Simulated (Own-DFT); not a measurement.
# Strain and stress in wurtzite GaN, 96 atoms (Ga48N48)

All numbers below are calculated, not measured. The program, named Own-DFT, is a retired in-house plane-wave density functional code that no person has reviewed. Each row is one single-point run on a periodic cell that was not relaxed, without spin or spin-orbit coupling.

Settings of every run: PBE; PseudoDojo norm-conserving scalar-relativistic files (stringent for Ga); cutoff 96 hartree; 3 x 4 x 3 k mesh centred on Gamma; Gaussian smearing of 0.01 eV.

Known limits: forces on such cells passed a denser k mesh, each cell not checked; stress not checked against mesh or cutoff.

Unstrained cell vectors in Å: (12.756, 0.000, 0.000); (-4.784, 8.285, 0.000); (0.000, 0.000, 10.370). The unstrained cell has measured lattice constants (interpolated for alloys), not those of this functional. That, the random moves and any unrelaxed bonds set the pressure at no strain. Each run strains this cell uniformly, with the atoms carried along. Every atom was also moved at random, by a Gaussian of width 0.05 Å on each axis. Strain is the symmetric tensor, in per cent. Stress is positive in tension, and the pressure is minus a third of its trace.

```
run  e_xx (%)  e_yy (%)  e_zz (%)  s_xx (GPa)  s_yy (GPa)  s_zz (GPa)  P (GPa)  E (meV/atom)
  1      0.00      0.00     -0.75       -8.69       -5.84      -11.73     8.75          12.4
  2      0.00      0.00      2.00       -6.64       -6.12        1.91     3.62           4.5
  3      0.00      0.00      0.50       -4.36       -7.64       -6.94     6.31          10.2
  4      0.00      0.00      3.00       -4.65       -4.86        4.32     1.73           8.0
  5      0.00      0.00     -1.00       -8.88       -6.65      -12.08     9.20          17.1
  6      0.00      0.00      2.50       -5.25       -5.29        2.75     2.60           8.0
  7      0.00      0.00      2.25       -5.33       -5.66        2.12     2.95           0.0
  8      0.00      0.00     -1.50       -7.94       -8.77      -14.42    10.38          20.0
  9      0.00      0.00      1.25           ?           ?           ?        ?             ?
```

E is the free energy for each atom above the lowest run shown.

## Worked fit

The change of volume is close to e_xx + e_yy + e_zz. A straight line through the runs shown gives P = 7.36 - 191 x (fractional change of volume) GPa, with an error of 2 on the slope and a scatter of 0.10 GPa. The strain isn't the same on all axes and the cell isn't cubic, so the slope belongs to this path and is not the bulk modulus.

## Withheld run

Question: what pressure should run 9 give? Its volume changes by 1.25 %.

The line gives 5.0 GPa. The calculation gave 4.52 GPa. This run lies off the fit, by chance or by something that the fit leaves out.
